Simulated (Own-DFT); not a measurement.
# Stretching a layer in its plane: diamond-structure SiGeSn with randomly placed atoms, 64 atoms (Ge40Si16Sn8)

The numbers are computed, not measured, by runs of the plane-wave DFT program Own-DFT (in-house, retired, unreviewed) at fixed positions, with no spin and no spin-orbit coupling.

All runs used: PBE; PseudoDojo norm-conserving scalar-relativistic files; cutoff 49 hartree; 3 x 3 x 3 k mesh centred on Gamma; Fermi-Dirac smearing of 0.1 eV.

Known weak points: forces on such cells moved up to 12 meV/angstrom on a denser k mesh; stress not checked against mesh or cutoff.

Unstrained cell vectors in Å: (11.410, 0.000, 0.000); (0.000, 11.410, 0.000); (0.000, 0.000, 11.410). The unstrained cell has measured lattice constants (interpolated for alloys), not those of this functional. That, the random moves and any unrelaxed bonds set the pressure at no strain. Each run strains x and y alike by e, as a substrate would, and holds the height along z. Random moves of width 0.05 Å per axis were added to every atom. The random placing of the alloy's atoms differs from row to row. Stress is positive in tension.

```
e (%),u (Å),(s_xx + s_yy)/2 (GPa),s_zz (GPa)
-3.00,0.051,-11.09,-9.18
-1.25,0.055,-7.30,-6.66
-1.00,0.048,-6.49,-5.77
-0.25,0.053,-5.21,-4.96
0.25,0.049,-4.49,-4.73
0.50,0.052,-3.92,-4.37
0.75,0.052,-3.50,-3.82
1.00,0.052,?,?
1.50,0.051,-2.28,-3.21
2.75,0.048,-0.13,-1.87
```

## Working it out

With e as a fraction, the in-plane stress is -4.8 + 186 e - 696 e² GPa (errors 3 and 148, scatter 0.14), and s_zz is -4.8 + 123 e - 684 e² GPa (slope ± 5, scatter 0.22). At e = 0 the first slope is C11 + C12 and the second 2 C12, both with the ions held to the strained lattice and at the cell's own pressure. The term in e² is negative: the layer stiffens under compression and softens under tension. A free layer would change its height as e changes, and the in-plane slope would drop by 2 C12²/C11 to the biaxial modulus. At fixed height, a misfit of 1 % moves the in-plane stress by about 1.9 GPa and s_zz by 1.2 GPa.

## Check

The question: what are the two stresses at e = 1.00 %?

Estimate: -3.0 and -3.6 GPa. Computed: -3.26 and -4.08 GPa.
